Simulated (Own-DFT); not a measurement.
# Response to strain: 4H SiC, 72 atoms (C36Si36)

All numbers below are calculated, not measured. They come from Own-DFT, an in-house plane-wave density functional program, since retired, whose code no person has reviewed. Each row is one single-point run on a periodic cell that was not relaxed, without spin or spin-orbit coupling.

Settings of every run: PBE; PseudoDojo norm-conserving scalar-relativistic files; cutoff 42 hartree; 4 x 4 x 3 k mesh centred on Gamma; Fermi-Dirac smearing of 0.1 eV.

Known limits: forces on such cells passed a denser k mesh, each cell not checked; stress not checked against mesh or cutoff.

Unstrained cell vectors in Å: (9.248, 0.000, 0.000); (-4.624, 8.009, 0.000); (0.000, 0.000, 10.068). The unstrained cell has measured lattice constants (interpolated for alloys), not those of this functional. That, the random moves and any unrelaxed bonds set the pressure at no strain. Each run strains this cell uniformly, with the atoms carried along. Every atom was also moved at random, by a Gaussian of width 0.05 Å on each axis. Strain is the symmetric tensor, in per cent. Stress is positive in tension, and the pressure is minus a third of its trace.

```
run,e_xx (%),e_yy (%),e_zz (%),e_yz (%),e_xz (%),e_xy (%),s_xx (GPa),s_yy (GPa),s_zz (GPa),s_yz (GPa),s_xz (GPa),s_xy (GPa),P (GPa),E (meV/atom)
1,0.08,1.38,-1.97,-1.20,1.44,1.48,-4.01,2.60,-19.08,-4.24,5.24,5.59,6.83,39.0
2,0.00,-0.64,1.82,1.92,-0.96,-0.28,-3.97,-7.83,3.98,5.73,-3.52,-0.60,2.61,22.2
3,0.02,0.74,1.02,0.72,0.16,1.62,-2.48,-0.52,-0.60,2.62,0.56,5.39,1.20,22.2
4,0.55,0.37,-1.88,-1.44,1.79,-1.27,-2.39,-2.29,-18.01,-5.26,6.28,-5.50,7.56,46.8
5,-1.51,1.78,-1.45,1.38,1.92,-0.71,-14.29,2.17,-13.67,4.65,6.54,-1.69,8.60,46.0
6,0.67,-1.94,-0.48,1.94,0.36,1.27,-2.49,-15.59,-11.08,7.70,0.46,6.91,9.72,32.9
7,-0.53,-1.86,1.39,-1.71,-1.93,0.70,-9.82,-15.52,1.35,-7.17,-6.17,4.08,8.00,42.6
8,-1.97,0.06,-1.27,1.58,0.64,1.98,-17.99,-7.78,-15.63,5.03,2.89,10.78,13.80,66.1
9,-1.34,1.60,-1.86,0.93,-1.74,-0.81,-10.93,2.19,-19.13,2.13,-5.97,-4.43,9.29,42.8
10,-1.76,0.51,0.17,1.69,-1.59,1.07,-13.33,-4.28,-6.38,5.88,-5.68,4.53,8.00,32.2
11,0.82,-1.56,0.35,0.04,0.78,1.34,-2.09,-13.66,-3.21,0.69,1.14,7.21,6.32,29.3
12,-0.56,0.82,-0.51,1.45,1.09,0.59,-6.68,-1.42,-8.69,5.27,3.48,2.59,5.60,10.3
13,1.52,0.44,-1.47,0.82,-1.05,0.68,1.53,-2.33,-15.72,3.69,-4.13,3.97,5.51,60.2
14,-1.19,1.93,0.86,0.92,1.22,1.32,-10.00,2.45,0.35,3.93,4.18,5.84,2.40,37.3
15,-0.14,-0.13,1.82,-1.82,1.60,-1.27,-6.98,-4.07,2.95,-5.93,6.26,-4.50,2.70,51.3
16,-0.40,1.80,0.68,1.22,-0.66,-0.47,-4.27,4.34,-1.16,4.35,-2.52,-2.25,0.36,0.0
17,-1.07,-1.30,-0.45,1.67,-0.05,-1.86,?,?,?,?,?,?,?,?
```

E is the free energy for each atom above the lowest run shown.

## Worked fit

Each stress component was fitted by least squares to a constant and the strains of the runs shown, as fractions, with shears doubled. Shear strains stay in the fit of a normal stress only where such slopes are resolved. The slopes, in GPa:

```
stress,at no strain,per e_xx,per e_yy,per e_zz,scatter
s_xx,-5.1,566 ± 36,105 ± 30,57 ± 26,1.25
s_yy,-5.2,113 ± 25,547 ± 21,27 ± 18,0.88
s_zz,-6.7,24 ± 32,52 ± 26,627 ± 23,1.11
```

Each shear stress against twice its own strain: yz 182 ± 6, xz 171 ± 5, xy 208 ± 12 GPa. These are stiffnesses along x, y and z of the frame in which the cell vectors are given, which need not be the crystal's axes. The atoms are held to the strained lattice; where symmetry lets them move under strain, relaxing them would lower some slopes. The table should be nearly symmetric about its diagonal, and what it lacks of that shows the noise. A ninth of its sum, 235 ± 8 GPa, estimates the bulk modulus near the mean pressure of these runs, 6.2 GPa, so it lies above the value at zero pressure.

## Withheld run

Question: what normal stresses and pressure should run 17 give?

The fit gives s_xx = -12.8, s_yy = -13.6, s_zz = -10.5 and P = 12.3 GPa. The calculation gave -13.05, -14.42, -11.63 and P = 13.03 GPa.
